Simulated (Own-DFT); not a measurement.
# Strain and stress in 4H SiC, 32 atoms (C16Si16)

All numbers below are calculated, not measured. The program, named Own-DFT, is a retired in-house plane-wave density functional code that no person has reviewed. Each row is one single-point run on a periodic cell that was not relaxed, without spin or spin-orbit coupling.

Settings of every run: PBE; PseudoDojo norm-conserving scalar-relativistic files; cutoff 42 hartree; 5 x 5 x 3 k mesh centred on Gamma; Fermi-Dirac smearing of 0.1 eV.

Known limits: forces on such cells passed a denser k mesh, each cell not checked; stress not checked against mesh or cutoff.

Unstrained cell vectors in Å: (6.165, 0.000, 0.000); (-3.083, 5.339, 0.000); (0.000, 0.000, 10.068). The unstrained cell has measured lattice constants (interpolated for alloys), not those of this functional. That, the random moves and any unrelaxed bonds set the pressure at no strain. Each run strains this cell uniformly, with the atoms carried along. Every atom was also moved at random, by a Gaussian of width 0.05 Å on each axis. Strain is the symmetric tensor, in per cent. Stress is positive in tension, and the pressure is minus a third of its trace.

```
run,e_xx (%),e_yy (%),e_zz (%),e_yz (%),e_xz (%),e_xy (%),s_xx (GPa),s_yy (GPa),s_zz (GPa),s_yz (GPa),s_xz (GPa),s_xy (GPa),P (GPa),E (meV/atom)
1,-1.81,0.71,1.49,1.71,0.20,1.11,-14.53,-1.53,2.96,6.12,1.59,2.98,4.37,27.9
2,-1.84,1.87,-0.27,0.60,-1.83,0.71,-15.00,4.91,-11.03,1.42,-6.51,4.21,7.04,64.7
3,1.81,0.27,-1.05,1.40,0.15,-0.89,4.88,-1.73,-12.44,3.14,1.16,-3.95,3.10,34.0
4,-0.02,-0.67,0.39,-1.39,1.43,-1.02,-4.99,-7.30,-4.17,-4.95,4.11,-5.68,5.49,16.5
5,-1.13,0.32,-0.18,-0.72,0.91,1.62,-12.14,-2.89,-5.80,-1.91,3.02,5.47,6.94,23.6
6,1.55,1.47,-0.52,1.35,1.97,0.46,4.50,3.92,-8.10,5.07,5.46,2.79,-0.11,35.9
7,0.89,-1.09,-0.78,-1.83,0.95,1.19,-2.63,-12.75,-10.97,-7.20,1.96,4.71,8.79,78.1
8,-1.75,-0.12,0.98,1.28,0.33,1.25,-14.77,-4.51,-3.70,3.76,1.48,5.29,7.66,42.3
9,-0.15,-0.29,0.94,0.99,-0.02,-1.94,-7.18,-5.68,1.07,2.60,0.02,-11.08,3.93,0.0
10,1.56,-1.81,0.60,-0.62,-1.44,-1.76,4.82,-17.04,-4.09,-0.04,-3.66,-7.89,5.44,42.8
11,0.16,0.94,-1.05,-0.89,0.41,1.08,-4.97,3.23,-14.10,-2.81,2.70,2.15,5.28,31.7
12,1.59,-0.40,0.29,-0.86,0.29,1.40,3.63,-6.41,-2.32,-3.66,0.86,5.75,1.70,14.2
13,1.18,-1.51,1.50,-1.76,-0.66,0.42,-1.00,-13.26,2.20,-6.95,-2.02,2.45,4.02,58.5
14,1.90,-0.66,0.22,0.34,-0.04,0.75,5.78,-7.51,-4.79,1.43,-1.24,2.41,2.17,20.2
15,-1.33,-1.00,-1.45,-0.30,-1.22,1.34,-15.17,-12.99,-17.03,-2.22,-4.59,6.93,15.06,66.9
16,1.17,-1.25,-1.08,-1.84,0.37,-1.83,?,?,?,?,?,?,?,?
```

E is the free energy for each atom above the lowest run shown.

## Worked fit

Each stress component was fitted by least squares to a constant and the strains of the runs shown, as fractions, with shears doubled. Shear strains stay in the fit of a normal stress only where such slopes are resolved. The slopes, in GPa:

```
stress,at no strain,per e_xx,per e_yy,per e_zz,scatter
s_xx,-5.6,589 ± 23,75 ± 31,58 ± 34,1.11
s_yy,-4.7,45 ± 28,642 ± 38,36 ± 41,1.36
s_zz,-6.7,67 ± 33,36 ± 46,641 ± 49,1.63
```

Each shear stress against twice its own strain: yz 165 ± 17, xz 156 ± 14, xy 235 ± 18 GPa. These are stiffnesses along x, y and z of the frame in which the cell vectors are given, which need not be the crystal's axes. The atoms are held to the strained lattice; where symmetry lets them move under strain, relaxing them would lower some slopes. The table should be nearly symmetric about its diagonal, and what it lacks of that shows the noise. A ninth of its sum, 243 ± 12 GPa, estimates the bulk modulus near the mean pressure of these runs, 5.4 GPa, so it lies above the value at zero pressure.

## Withheld run

Question: what normal stresses and pressure should run 16 give?

The fit gives s_xx = -0.2, s_yy = -12.6, s_zz = -13.3 and P = 8.7 GPa. The calculation gave 0.12, -10.30, -14.73 and P = 8.31 GPa.
